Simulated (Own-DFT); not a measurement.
# Computed records: SiC (2H silicon carbide, atoms displaced), GaN (wurtzite, strained, atoms displaced), SiC (4H silicon carbide, atoms displaced)

A calculation, not a measurement: plane-wave PBE density functional theory by an unreviewed code, no spin, of a simulated periodic cell, stress positive in tension, free energy of the whole cell less one offset for each atom, forces on such cells passed a denser k mesh, this cell's mesh not checked; offsets are fitted by least squares, one for each functional and potential file, so energies compare only between cells with the same atoms and settings and are not formation energies; the far tail of each file's local potential was reset to the Coulomb form; each entry is a single point on an unrelaxed cell, so the pressure reflects the starting lattice, mostly measured values (interpolated for alloys), from which strain is counted, and rises with the displacements; printed positions are rounded, which can move forces by about a meV/angstrom; the program, named Own-DFT, is a retired in-house code; no spin-orbit coupling. Program: Own-DFT development build.

Settings shared by all entries: functional PBE.

(1) 
```cif
# cell vector a (Å): 9.2481 0.0000 0.0000
# cell vector b (Å): -4.6241 8.0091 0.0000
# cell vector c (Å): 0.0000 0.0000 10.0681
data_SiC
_symmetry_space_group_name_H-M 'P 1'
_symmetry_Int_Tables_number 1
_cell_length_a 9.2481
_cell_length_b 9.2481
_cell_length_c 10.0681
_cell_angle_alpha 90.000
_cell_angle_beta 90.000
_cell_angle_gamma 120.000
_cell_volume 745.73
loop_
_atom_site_label
_atom_site_type_symbol
_atom_site_fract_x
_atom_site_fract_y
_atom_site_fract_z
_atom_site_occupancy
Si1 Si 0.99088 0.98545 0.00671 1
Si2 Si 0.10546 0.21951 0.24485 1
C1 C 0.98491 0.99459 0.18290 1
C2 C 0.10122 0.22439 0.43324 1
Si3 Si 0.01078 0.01059 0.49692 1
Si4 Si 0.11200 0.21255 0.75804 1
C3 C 0.99807 0.00587 0.67730 1
C4 C 0.11429 0.22754 0.93803 1
Si5 Si 0.00480 0.34412 0.99384 1
Si6 Si 0.11499 0.54220 0.24205 1
C5 C 0.99855 0.33467 0.18370 1
C6 C 0.11544 0.56031 0.43573 1
Si7 Si 0.00121 0.32624 0.50836 1
Si8 Si 0.11085 0.54989 0.74971 1
C7 C 0.00219 0.33332 0.68452 1
C8 C 0.11744 0.56408 0.93579 1
Si9 Si 0.99411 0.65638 0.00407 1
Si10 Si 0.10062 0.88399 0.25046 1
C9 C 0.99653 0.66280 0.18996 1
C10 C 0.11691 0.89027 0.43194 1
Si11 Si 0.98596 0.67055 0.49582 1
Si12 Si 0.09735 0.88593 0.74353 1
C11 C 0.99956 0.66548 0.69126 1
C12 C 0.10711 0.88700 0.93867 1
Si13 Si 0.33271 0.99886 0.99764 1
Si14 Si 0.45127 0.23254 0.26181 1
C13 C 0.33417 0.99176 0.19192 1
C14 C 0.45193 0.24050 0.43591 1
Si15 Si 0.33094 0.00283 0.49961 1
Si16 Si 0.44734 0.22196 0.75078 1
C15 C 0.33848 0.00773 0.68032 1
C16 C 0.44965 0.21477 0.94691 1
Si17 Si 0.32954 0.32161 0.99382 1
Si18 Si 0.43789 0.55419 0.24638 1
C17 C 0.32159 0.31731 0.17895 1
C18 C 0.43632 0.55659 0.42933 1
Si19 Si 0.33900 0.33331 0.48565 1
Si20 Si 0.43822 0.54708 0.74641 1
C19 C 0.33936 0.32724 0.68995 1
C20 C 0.44507 0.54665 0.93672 1
Si21 Si 0.34640 0.67573 0.99081 1
Si22 Si 0.45471 0.88423 0.24795 1
C21 C 0.32832 0.66688 0.19681 1
C22 C 0.43216 0.86656 0.43908 1
Si23 Si 0.32896 0.67072 0.50165 1
Si24 Si 0.44275 0.89628 0.74045 1
C23 C 0.33478 0.65670 0.68260 1
C24 C 0.43844 0.88931 0.93676 1
Si25 Si 0.66913 0.00111 0.00410 1
Si26 Si 0.77672 0.21719 0.24947 1
C25 C 0.66739 0.99629 0.18926 1
C26 C 0.77132 0.21473 0.43442 1
Si27 Si 0.66396 0.99809 0.50512 1
Si28 Si 0.77280 0.22115 0.75600 1
C27 C 0.66960 0.99491 0.69330 1
C28 C 0.77325 0.22939 0.93905 1
Si29 Si 0.67452 0.34070 0.00520 1
Si30 Si 0.77463 0.55948 0.25718 1
C29 C 0.67064 0.32624 0.19065 1
C30 C 0.78107 0.56412 0.45048 1
Si31 Si 0.66668 0.33918 0.49729 1
Si32 Si 0.78453 0.56067 0.75344 1
C31 C 0.66018 0.33476 0.69921 1
C32 C 0.78559 0.55803 0.93246 1
Si33 Si 0.67612 0.67276 0.00100 1
Si34 Si 0.78268 0.88187 0.24372 1
C33 C 0.66220 0.67066 0.17292 1
C34 C 0.79024 0.89950 0.43648 1
Si35 Si 0.67397 0.67848 0.51080 1
Si36 Si 0.78469 0.88742 0.74039 1
C35 C 0.66956 0.66617 0.69363 1
C36 C 0.78361 0.89661 0.93992 1
_calc_potential_files 'PseudoDojo norm-conserving, scalar-relativistic, standard set'
_calc_wave_cutoff 42  # hartree
_calc_occupations 'Fermi-Dirac'
_calc_smearing_width 0.1  # eV
_calc_hardware 'one NVIDIA H100'
_calc_k_mesh '4 x 4 x 3 centred on Gamma'
_calc_free_energy_of_cell_above_offsets '-4.357'  # eV
_calc_pressure 5.79  # GPa
_calc_stress_xx -4.83  # GPa
_calc_stress_yy -4.52  # GPa
_calc_stress_zz -8.01  # GPa
_calc_stress_yz -0.02  # GPa
_calc_stress_xz 0.32  # GPa
_calc_stress_xy -0.69  # GPa
_calc_wall_time 358.2  # s
```

Force:
| element | x (eV/Å) | y (eV/Å) | z (eV/Å) |
| --- | --- | --- | --- |
| Si | 0.867 | 2.465 | -2.155 |
| Si | -0.199 | -0.154 | -0.049 |
| C | 3.136 | 1.073 | 1.458 |
| C | 3.14 | -0.294 | -0.534 |
| Si | -0.406 | -0.879 | -1.285 |
| Si | -0.466 | 2 | -1.779 |
| C | 1.184 | -0.758 | 1.405 |
| C | -0.792 | -1.864 | 0.493 |
| Si | 0.134 | -1.259 | 0.452 |
| Si | -2.683 | 2.57 | 2.772 |
| C | 0.274 | -1.811 | -0.73 |
| C | -1.938 | -1.663 | 0.299 |
| Si | -2.194 | 2.226 | -2.534 |
| Si | 0.07 | 1.066 | -0.662 |
| C | -0.235 | -1.201 | 2.802 |
| C | 0.372 | -0.601 | 0.158 |
| Si | 0.668 | 2.157 | -0.447 |
| Si | 2.239 | 0.633 | -1.404 |
| C | -0.145 | -0.527 | 0.182 |
| C | -1.852 | 0.654 | 1.428 |
| Si | 5.757 | 0.592 | 1.439 |
| Si | 2.004 | 0.609 | 1.25 |
| C | 0.204 | 0.239 | -1.462 |
| C | 0.14 | -0.254 | -0.551 |
| Si | -0.489 | -0.666 | 1.953 |
| Si | -0.059 | -2.5 | -4.696 |
| C | -0.766 | 1.056 | 0.088 |
| C | 1.663 | -2.915 | 1.04 |
| Si | 1.607 | -0.365 | -1.647 |
| Si | -0.436 | -0.317 | 1.472 |
| C | -1.313 | -0.969 | 0.991 |
| C | -0.866 | 1.352 | -1.918 |
| Si | 0.759 | 1.004 | 0.736 |
| Si | 0.352 | -0.545 | -0.945 |
| C | 0.72 | 1.756 | 1.802 |
| C | 1.873 | 0.353 | 1.744 |
| Si | -3.643 | 1.81 | 2.789 |
| Si | 1.222 | 0.404 | 0.903 |
| C | -1.809 | -0.002 | -1.342 |
| C | 0.123 | 1.213 | -0.188 |
| Si | -0.722 | -2.044 | 1.654 |
| Si | -3.016 | 0.022 | 1.278 |
| C | 1.983 | -0.143 | -3.433 |
| C | 0.605 | 6.551 | -0.694 |
| Si | 0.437 | -4.127 | -0.203 |
| Si | 1.337 | -2.062 | 1.467 |
| C | -1.476 | 1.545 | 1.248 |
| C | 1.755 | 0.878 | -1.191 |
| Si | -0.923 | 0.459 | -1.155 |
| Si | 0.53 | 0.149 | 0.261 |
| C | 1.035 | 0.173 | -0.26 |
| C | -0.186 | 1.1 | 1.381 |
| Si | -0.031 | -0.518 | -1.118 |
| Si | 0.635 | 0.281 | -1.174 |
| C | -1.085 | 0.991 | -0.722 |
| C | 2.256 | -0.902 | 0.519 |
| Si | -1.409 | -0.583 | -0.324 |
| Si | 0.707 | -0.742 | -1.187 |
| C | -1.66 | 2.002 | 0.658 |
| C | -2.942 | -1.558 | -2.592 |
| Si | 1.4 | -0.481 | 1.866 |
| Si | -0.566 | -1.192 | -0.817 |
| C | 2.191 | 0.479 | -2.424 |
| C | -1.223 | -0.209 | 2.084 |
| Si | -0.757 | -1.074 | -3.553 |
| Si | -3.191 | 0.146 | 1.91 |
| C | 0.706 | -1.603 | 4.494 |
| C | -0.724 | -1.429 | 0.11 |
| Si | -1.292 | -0.744 | -2.008 |
| Si | -1.484 | 0.236 | 2.416 |
| C | -0.414 | -0.115 | -0.283 |
| C | -0.693 | -1.179 | -1.537 |

(2) 
```cif
# cell vector a (Å): 12.7560 0.1276 0.0000
# cell vector b (Å): -4.7006 8.2374 0.0000
# cell vector c (Å): 0.0000 0.0000 10.3700
data_GaN
_symmetry_space_group_name_H-M 'P 1'
_symmetry_Int_Tables_number 1
_cell_length_a 12.7566
_cell_length_b 9.4842
_cell_length_c 10.3700
_cell_angle_alpha 90.000
_cell_angle_beta 90.000
_cell_angle_gamma 119.138
_cell_volume 1095.86
loop_
_atom_site_label
_atom_site_type_symbol
_atom_site_fract_x
_atom_site_fract_y
_atom_site_fract_z
_atom_site_occupancy
Ga1 Ga 0.08580 0.22548 0.00028 1
Ga2 Ga 0.15875 0.11210 0.25101 1
N1 N 0.08533 0.23227 0.18253 1
N2 N 0.16731 0.11565 0.43663 1
Ga3 Ga 0.08510 0.22202 0.49812 1
Ga4 Ga 0.17147 0.11077 0.75424 1
N3 N 0.08348 0.22207 0.69179 1
N4 N 0.15924 0.10694 0.93926 1
Ga5 Ga 0.08477 0.55821 0.00507 1
Ga6 Ga 0.17145 0.44332 0.24786 1
N5 N 0.07478 0.56162 0.18337 1
N6 N 0.17467 0.45330 0.43975 1
Ga7 Ga 0.08941 0.56205 0.50538 1
Ga8 Ga 0.16097 0.45482 0.75277 1
N7 N 0.08258 0.55370 0.68041 1
N8 N 0.15631 0.44753 0.93644 1
Ga9 Ga 0.08637 0.88639 0.99965 1
Ga10 Ga 0.17108 0.77484 0.24584 1
N9 N 0.07890 0.88604 0.19195 1
N10 N 0.15682 0.77447 0.43436 1
Ga11 Ga 0.08027 0.88695 0.50549 1
Ga12 Ga 0.16754 0.78508 0.75054 1
N11 N 0.07877 0.88360 0.68420 1
N12 N 0.16878 0.77497 0.93396 1
Ga13 Ga 0.33149 0.22249 0.99756 1
Ga14 Ga 0.41880 0.10167 0.25115 1
N13 N 0.33091 0.22510 0.19006 1
N14 N 0.41715 0.11050 0.44932 1
Ga15 Ga 0.34002 0.22558 0.50397 1
Ga16 Ga 0.42241 0.11912 0.75232 1
N15 N 0.33000 0.20449 0.69190 1
N16 N 0.42378 0.12759 0.93774 1
Ga17 Ga 0.32085 0.54231 0.00387 1
Ga18 Ga 0.41856 0.44546 0.25885 1
N17 N 0.33702 0.56122 0.19194 1
N18 N 0.41387 0.44889 0.44076 1
Ga19 Ga 0.33335 0.55958 0.50680 1
Ga20 Ga 0.42452 0.45245 0.75118 1
N19 N 0.33862 0.55233 0.68928 1
N20 N 0.41280 0.43881 0.93538 1
Ga21 Ga 0.33074 0.89166 0.99086 1
Ga22 Ga 0.41973 0.78414 0.25041 1
N21 N 0.33767 0.88898 0.18732 1
N22 N 0.41944 0.77464 0.44290 1
Ga23 Ga 0.32233 0.88001 0.50051 1
Ga24 Ga 0.42034 0.77982 0.74107 1
N23 N 0.33821 0.88904 0.68810 1
N24 N 0.41567 0.77957 0.94142 1
Ga25 Ga 0.58465 0.22013 0.00436 1
Ga26 Ga 0.66815 0.10652 0.24909 1
N25 N 0.58996 0.22818 0.19351 1
N26 N 0.66623 0.11208 0.43167 1
Ga27 Ga 0.58484 0.22232 0.49777 1
Ga28 Ga 0.66450 0.10213 0.75192 1
N27 N 0.58670 0.22603 0.69224 1
N28 N 0.66475 0.10544 0.93961 1
Ga29 Ga 0.58725 0.55500 0.99546 1
Ga30 Ga 0.67613 0.44483 0.24674 1
N29 N 0.58258 0.55377 0.19015 1
N30 N 0.66778 0.44180 0.44285 1
Ga31 Ga 0.57870 0.56242 0.49293 1
Ga32 Ga 0.67810 0.44435 0.75451 1
N31 N 0.58060 0.54920 0.68109 1
N32 N 0.66426 0.44914 0.94101 1
Ga33 Ga 0.58656 0.88473 0.00429 1
Ga34 Ga 0.66500 0.78428 0.25616 1
N33 N 0.57747 0.88323 0.19103 1
N34 N 0.66870 0.78415 0.43921 1
Ga35 Ga 0.57333 0.88969 0.50280 1
Ga36 Ga 0.66736 0.77563 0.74490 1
N35 N 0.58485 0.89040 0.69315 1
N36 N 0.66922 0.77966 0.94001 1
Ga37 Ga 0.83105 0.22299 0.00171 1
Ga38 Ga 0.91187 0.11119 0.25420 1
N37 N 0.83214 0.21183 0.18891 1
N38 N 0.91498 0.10379 0.43336 1
Ga39 Ga 0.83184 0.21597 0.50073 1
Ga40 Ga 0.91305 0.10466 0.75393 1
N39 N 0.83079 0.22085 0.69287 1
N40 N 0.92012 0.11195 0.93581 1
Ga41 Ga 0.83345 0.56130 0.99541 1
Ga42 Ga 0.91520 0.43775 0.25467 1
N41 N 0.83451 0.55815 0.18112 1
N42 N 0.91216 0.44552 0.44184 1
Ga43 Ga 0.82390 0.55191 0.49714 1
Ga44 Ga 0.91421 0.45075 0.75060 1
N43 N 0.82710 0.55171 0.68878 1
N44 N 0.91385 0.44600 0.93421 1
Ga45 Ga 0.83243 0.89223 0.00419 1
Ga46 Ga 0.91781 0.78034 0.24986 1
N45 N 0.83599 0.89015 0.18894 1
N46 N 0.91616 0.78167 0.44284 1
Ga47 Ga 0.82693 0.88156 0.49564 1
Ga48 Ga 0.92657 0.77700 0.74941 1
N47 N 0.83903 0.89129 0.68473 1
N48 N 0.91504 0.77039 0.94186 1
_calc_potential_files 'PseudoDojo norm-conserving, scalar-relativistic, standard set with the stringent files for Ga'
_calc_wave_cutoff 96  # hartree
_calc_occupations 'Gaussian'
_calc_smearing_width 0.01  # eV
_calc_k_mesh '3 x 4 x 3 centred on Gamma'
_calc_free_energy_of_cell_above_offsets '-5.512'  # eV
_calc_pressure 6.68  # GPa
_calc_stress_xx -7.21  # GPa
_calc_stress_yy -5.53  # GPa
_calc_stress_zz -7.3  # GPa
_calc_stress_yz 0.11  # GPa
_calc_stress_xz 0.23  # GPa
_calc_stress_xy 2.49  # GPa
```

Force:
| element | x (eV/Å) | y (eV/Å) | z (eV/Å) |
| --- | --- | --- | --- |
| Ga | -1.203 | -0.28 | -0.712 |
| Ga | 1.486 | -0.152 | -0.304 |
| N | -0.625 | -0.926 | 0.906 |
| N | 0.862 | -0.636 | 0.587 |
| Ga | -0.667 | 0.397 | 1.002 |
| Ga | -1.447 | 0.261 | -0.701 |
| N | 0.006 | 0.325 | -0.269 |
| N | 1.508 | 0.014 | 0.021 |
| Ga | -1.917 | -0.144 | -0.813 |
| Ga | -0.796 | 1.166 | 0.74 |
| N | 1.677 | -0.907 | 1.252 |
| N | -1.035 | -0.817 | -0.523 |
| Ga | -1.039 | -1.187 | -2.284 |
| Ga | 2.356 | -1.737 | -0.515 |
| N | -1.465 | 1.36 | 2.023 |
| N | 1.933 | -0.673 | 0.263 |
| Ga | -1.237 | -0.176 | 0.793 |
| Ga | -1.273 | 0.748 | 0.428 |
| N | 1.13 | 0.687 | -0.753 |
| N | 1.433 | 0.447 | 0.147 |
| Ga | -0.576 | 0.873 | -1.91 |
| Ga | 1.131 | -0.721 | -0.813 |
| N | 1.504 | 1.104 | 1.118 |
| N | -0.676 | 0.432 | 0.392 |
| Ga | -0.286 | 0.042 | 1.04 |
| Ga | -1.116 | 2.046 | 0.461 |
| N | 0.439 | -0.766 | 0.042 |
| N | 0.521 | -0.819 | -1.606 |
| Ga | -1.48 | -0.17 | -0.098 |
| Ga | 1.183 | -0.784 | -0.219 |
| N | -0.869 | 2.074 | -0.646 |
| N | 0.004 | -1.827 | 0.43 |
| Ga | 1.141 | 1.692 | -0.668 |
| Ga | 0.138 | -0.303 | -1.587 |
| N | -0.404 | -0.447 | -0.311 |
| N | 0.639 | -0.547 | 0.473 |
| Ga | 0.217 | -0.647 | -0.345 |
| Ga | -0.235 | -1.565 | 0.025 |
| N | -1.77 | 0.484 | 0.448 |
| N | -0.148 | 1.034 | 0.523 |
| Ga | 1.461 | 0.651 | 0.548 |
| Ga | -0.034 | -1.41 | 0.412 |
| N | -1.145 | -0.193 | -0.532 |
| N | -1.977 | 0.27 | -0.912 |
| Ga | 0.645 | 0.823 | -0.01 |
| Ga | -0.103 | -0.915 | 2.111 |
| N | -1.403 | 0.1 | 0.048 |
| N | 0.504 | -0.627 | -0.593 |
| Ga | -0.124 | 0.581 | -0.155 |
| Ga | -0.425 | 0.198 | -0.262 |
| N | -0.413 | -1.478 | -0.588 |
| N | 0.322 | -0.647 | 1.26 |
| Ga | -0.142 | 0.029 | 0.921 |
| Ga | -0.115 | 1.688 | 0.207 |
| N | 0.336 | -0.594 | -0.478 |
| N | 0.171 | 0.374 | 0.478 |
| Ga | -2.371 | 0.565 | 1.532 |
| Ga | -1.507 | 0.819 | 0.731 |
| N | 0.283 | 0.494 | 0.144 |
| N | -1.79 | 0.205 | -1.381 |
| Ga | 1.236 | -0.816 | 0.554 |
| Ga | -2.998 | -0.794 | 0.03 |
| N | 0.937 | 0.812 | 0.647 |
| N | 2.099 | -1.396 | -0.624 |
| Ga | -1.568 | -0.266 | -0.545 |
| Ga | 1.165 | -1.242 | -1.159 |
| N | 0.837 | 1.092 | -0.279 |
| N | -1.398 | -0.373 | 0.232 |
| Ga | 2.137 | 1.151 | 0.179 |
| Ga | 0.952 | -0.196 | 0.398 |
| N | 0.107 | -0.69 | -1.223 |
| N | 0.246 | -0.406 | -0.732 |
| Ga | 0.623 | -0.013 | -0.828 |
| Ga | 1.949 | -0.501 | -0.924 |
| N | -1.29 | 1.438 | -0.504 |
| N | 0.05 | 0.891 | 1.252 |
| Ga | -0.183 | 0.578 | 0.419 |
| Ga | 0.538 | 0.885 | -0.913 |
| N | 0.135 | 0.059 | -0.577 |
| N | -0.637 | -0.025 | 1.266 |
| Ga | 0.032 | -1.476 | 0.761 |
| Ga | -0.667 | 0.641 | -0.306 |
| N | 0.632 | -0.247 | 1.032 |
| N | 1.183 | -0.425 | -0.098 |
| Ga | 1.458 | 1.06 | 0.675 |
| Ga | 0.98 | -1.237 | -0.615 |
| N | 1.774 | 1.737 | -0.809 |
| N | 0.584 | -0.069 | 0.794 |
| Ga | 0.798 | -0.119 | -0.68 |
| Ga | 0.087 | -0.824 | 0.468 |
| N | -1.079 | 0.113 | 0.38 |
| N | 0.369 | -1.028 | -0.792 |
| Ga | 0.835 | 1.126 | 1.07 |
| Ga | -2.849 | -0.562 | 0.689 |
| N | -0.556 | -1.073 | 0.354 |
| N | 0.264 | 2.313 | -1.111 |

(3) 
```cif
# cell vector a (Å): 6.1654 0.0000 0.0000
# cell vector b (Å): -3.0827 5.3394 0.0000
# cell vector c (Å): 0.0000 0.0000 10.0681
data_SiC
_symmetry_space_group_name_H-M 'P 1'
_symmetry_Int_Tables_number 1
_cell_length_a 6.1654
_cell_length_b 6.1654
_cell_length_c 10.0681
_cell_angle_alpha 90.000
_cell_angle_beta 90.000
_cell_angle_gamma 120.000
_cell_volume 331.44
loop_
_atom_site_label
_atom_site_type_symbol
_atom_site_fract_x
_atom_site_fract_y
_atom_site_fract_z
_atom_site_occupancy
Si1 Si 0.99117 0.99403 0.39819 1
Si2 Si 0.17247 0.33227 0.15756 1
C1 C 0.97622 0.98352 0.09616 1
C2 C 0.18139 0.32524 0.34204 1
Si3 Si 0.97574 0.46580 0.40327 1
Si4 Si 0.14628 0.84262 0.14963 1
C3 C 0.97362 0.49702 0.10517 1
C4 C 0.15537 0.83275 0.36342 1
Si5 Si 0.50324 0.00605 0.40522 1
Si6 Si 0.67282 0.31981 0.15198 1
C5 C 0.50583 0.01504 0.09129 1
C6 C 0.68891 0.36510 0.34093 1
Si7 Si 0.51924 0.50787 0.41614 1
Si8 Si 0.65400 0.82329 0.16692 1
C7 C 0.47274 0.49176 0.08710 1
C8 C 0.67080 0.83212 0.32216 1
Si9 Si 0.00563 0.98485 0.92613 1
Si10 Si 0.83568 0.66931 0.65661 1
C9 C 0.99366 0.99654 0.60728 1
C10 C 0.81009 0.64234 0.83939 1
Si11 Si 0.99399 0.47404 0.90883 1
Si12 Si 0.82239 0.14266 0.64697 1
C11 C 0.02570 0.53079 0.59418 1
C12 C 0.85440 0.17184 0.84506 1
Si13 Si 0.49808 0.01148 0.90063 1
Si14 Si 0.35027 0.68918 0.66509 1
C13 C 0.48178 0.97809 0.59173 1
C14 C 0.34102 0.69622 0.84477 1
Si15 Si 0.51213 0.52285 0.90463 1
Si16 Si 0.35273 0.15601 0.66131 1
C15 C 0.51432 0.50805 0.58060 1
C16 C 0.34225 0.18873 0.84994 1
_calc_potential_files 'PseudoDojo norm-conserving, scalar-relativistic, standard set'
_calc_wave_cutoff 42  # hartree
_calc_occupations 'Fermi-Dirac'
_calc_smearing_width 0.1  # eV
_calc_hardware 'one NVIDIA H100'
_calc_k_mesh '5 x 5 x 3 centred on Gamma'
_calc_free_energy_of_cell_above_offsets '3.703'  # eV
_calc_pressure 10.17  # GPa
_calc_stress_xx -7.68  # GPa
_calc_stress_yy -7.32  # GPa
_calc_stress_zz -15.52  # GPa
_calc_stress_yz -0.21  # GPa
_calc_stress_xz 1.1  # GPa
_calc_stress_xy -0.83  # GPa
_calc_wall_time 121.8  # s
```

Force:
| element | x (eV/Å) | y (eV/Å) | z (eV/Å) |
| --- | --- | --- | --- |
| Si | 0.499 | 0.72 | 2.064 |
| Si | -2.458 | -0.578 | 0.39 |
| C | -0.772 | 1.963 | 1.618 |
| C | -1.146 | 0.585 | 0.698 |
| Si | 5.219 | 5.018 | 2.469 |
| Si | 3.698 | -1.453 | 3.075 |
| C | 5.153 | 1.941 | -2.976 |
| C | 2.127 | -1.018 | -3.388 |
| Si | -1.05 | -0.719 | -1.273 |
| Si | -4.868 | 1.143 | 1.756 |
| C | -0.74 | -3.53 | -0.097 |
| C | -3.015 | -4.661 | -0.832 |
| Si | -1.75 | -0.21 | -5.961 |
| Si | -1.702 | -0.631 | -10.58 |
| C | 2.855 | 1.441 | 0.684 |
| C | -0.891 | 0.506 | 12.03 |
| Si | -1.391 | 0.569 | -6.138 |
| Si | 0.678 | -0.7 | -0.365 |
| C | 2.034 | 0.202 | -2.886 |
| C | 3.483 | 2.351 | 1.27 |
| Si | -1.243 | 3.448 | 0.182 |
| Si | -0.18 | 3.98 | 2.742 |
| C | -0.779 | -3.65 | -0.376 |
| C | -0.96 | -3.314 | -0.517 |
| Si | 1.838 | 2.039 | 1.888 |
| Si | -0.13 | -5.091 | -1.375 |
| C | 2.406 | 3.746 | -1.213 |
| C | 0.169 | -2.657 | 0.623 |
| Si | -2.387 | -1.444 | 0.829 |
| Si | -4.198 | 2.087 | -0.365 |
| C | -0.466 | -0.556 | 6.734 |
| C | -0.032 | -1.526 | -0.702 |
